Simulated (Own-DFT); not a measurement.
# One host, several defects: 4H SiC

The numbers are computed, not measured, by runs of the plane-wave DFT program Own-DFT (in-house, retired, unreviewed) at fixed positions, with no spin and no spin-orbit coupling.

Common settings: PBE; PseudoDojo norm-conserving scalar-relativistic files; cutoff 42 hartree; 4 x 4 x 3 k mesh centred on Gamma; Fermi-Dirac smearing of 0.1 eV.

Known weak points (not all hold for every row): a neutral cation vacancy leaves holes that likely carry spin, which these runs leave out; some atoms lie very close together; not probed for a lower state with spin; forces on such cells failed a check on a denser k mesh; forces on such cells passed a denser k mesh, each cell not checked; stress not checked against mesh or cutoff.

All runs share one cell, with vectors in Å (9.248, 0.000, 0.000); (-4.624, 8.009, 0.000); (0.000, 0.000, 10.068) and a volume of 745.7 Å³. Atoms were moved at random from their sites; u is the rms move along one axis. The defect's site can differ from row to row.

| cell | formula | u (Å) | P (GPa) |
|---|---|---|---|
| no defect | C36Si36 | 0.0278 | 3.72 |
| no defect | C36Si36 | 0.0308 | 3.79 |
| no defect | C36Si36 | 0.0575 | 5.77 |
| one Si vacancy | C36Si35 | 0.0270 | 2.76 |
| one Si vacancy | C36Si35 | 0.0305 | 2.83 |
| one Si vacancy | C36Si35 | 0.0309 | 2.97 |
| one Al on a Si site and one N on a C site | AlC35NSi35 | 0.0481 | 5.04 |
| one Al on a Si site and one N on a C site | AlC35NSi35 | 0.0492 | 5.46 |
| one Al on a Si site and one N on a C site | AlC35NSi35 | 0.0520 | 5.42 |
| two Al on a Si site each | Al2C36Si34 | 0.0301 | 5.63 |
| two Al on a Si site each | Al2C36Si34 | 0.0485 | 6.87 |
| two Al on a Si site each | Al2C36Si34 | 0.0513 | 7.42 |
| one C on a Si site and one Si on a C site | C36Si36 | 0.0298 | 7.61 |
| one C on a Si site and one Si on a C site | C36Si36 | 0.0304 | ? |
| one C on a Si site and one Si on a C site | C36Si36 | 0.0458 | 8.36 |
| one C on a Si site and one Si on a C site | C36Si36 | 0.0479 | 8.61 |

## Fit

P = P0 + c u² + a shift for each defect gives P0 = 3.03 GPa, c = 835 ± 54 GPa/Å² and a scatter of 0.14 GPa. The shifts, and each times the cell's volume:

- one C on a Si site and one Si on a C site: 3.70 ± 0.12 GPa, 17.2 eV
- two Al on a Si site each: 1.98 ± 0.12 GPa, 9.2 eV (4.6 eV for each of its 2 sites)
- one Al on a Si site and one N on a C site: 0.21 ± 0.13 GPa, 1.0 eV (not resolved)
- one Si vacancy: -0.90 ± 0.13 GPa, -4.2 eV

Against the defect-free cell, a freed cell would be larger where the shift is positive and smaller where it is negative (160.2 GPa Å³ is 1 eV). The atoms around the defects weren't relaxed, which would change these numbers.

## Prediction

Asked: what pressure belongs in the blank (one C on a Si site and one Si on a C site, u = 0.0304 Å)?

The fitted form gives 7.49 ± 0.17 GPa. Computed: 7.09 GPa.
